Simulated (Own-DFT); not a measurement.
# How strain changes the stress of wurtzite GaN, 96 atoms (Ga48N48)

These are calculations, not measurements. The program, named Own-DFT, is a retired in-house plane-wave density functional code that no person has reviewed. Each row is one single-point run on a periodic cell that was not relaxed, without spin or spin-orbit coupling.

Settings of every run: PBE; PseudoDojo norm-conserving scalar-relativistic files (stringent for Ga); cutoff 96 hartree; 3 x 4 x 3 k mesh centred on Gamma; Gaussian smearing of 0.01 eV.

Known limits: forces on such cells passed a denser k mesh, each cell not checked; stress not checked against mesh or cutoff.

Unstrained cell vectors in Å: (12.756, 0.000, 0.000); (-4.784, 8.285, 0.000); (0.000, 0.000, 10.370). The unstrained cell has measured lattice constants (interpolated for alloys), not those of this functional. That, the random moves and any unrelaxed bonds set the pressure at no strain. Each run strains this cell uniformly, with the atoms carried along. Every atom was also moved at random, by a Gaussian of width 0.05 Å on each axis. Strain is the symmetric tensor, in per cent. Stress is positive in tension, and the pressure is minus a third of its trace.

| run | e_xx (%) | e_yy (%) | e_zz (%) | s_xx (GPa) | s_yy (GPa) | s_zz (GPa) | P (GPa) | E (meV/atom) |
|---|---|---|---|---|---|---|---|---|
| 1 | 0.00 | 0.00 | 2.50 | -3.90 | -5.56 | 2.62 | 2.28 | 4.0 |
| 2 | 0.00 | 0.00 | 0.50 | -6.81 | -7.29 | -4.36 | 6.15 | 10.1 |
| 3 | 0.00 | 0.00 | -2.00 | -6.62 | -8.61 | -19.13 | 11.45 | 35.4 |
| 4 | 0.00 | 0.00 | 3.00 | -5.16 | -4.17 | 3.89 | 1.81 | 19.2 |
| 5 | 0.00 | 0.00 | 2.00 | -5.48 | -5.44 | 1.90 | 3.01 | 0.0 |
| 6 | 0.00 | 0.00 | 1.00 | -4.82 | -5.72 | -4.79 | 5.11 | 11.8 |
| 7 | 0.00 | 0.00 | 2.25 | -5.62 | -5.36 | 2.49 | 2.83 | 6.0 |
| 8 | 0.00 | 0.00 | 1.25 | -6.12 | -7.26 | -1.36 | 4.91 | 15.1 |
| 9 | 0.00 | 0.00 | -1.50 | ? | ? | ? | ? | ? |

E is the free energy for each atom above the lowest run shown.

## Worked fit

The change of volume is close to e_xx + e_yy + e_zz. A straight line through the runs shown gives P = 7.29 - 198 x (fractional change of volume) GPa, with an error of 6 on the slope and a scatter of 0.27 GPa. The strain isn't the same on all axes and the cell isn't cubic, so the slope belongs to this path and is not the bulk modulus.

## Withheld run

Question: what pressure should run 9 give? Its volume changes by -1.50 %.

The line gives 10.3 GPa. The calculation gave 9.87 GPa.
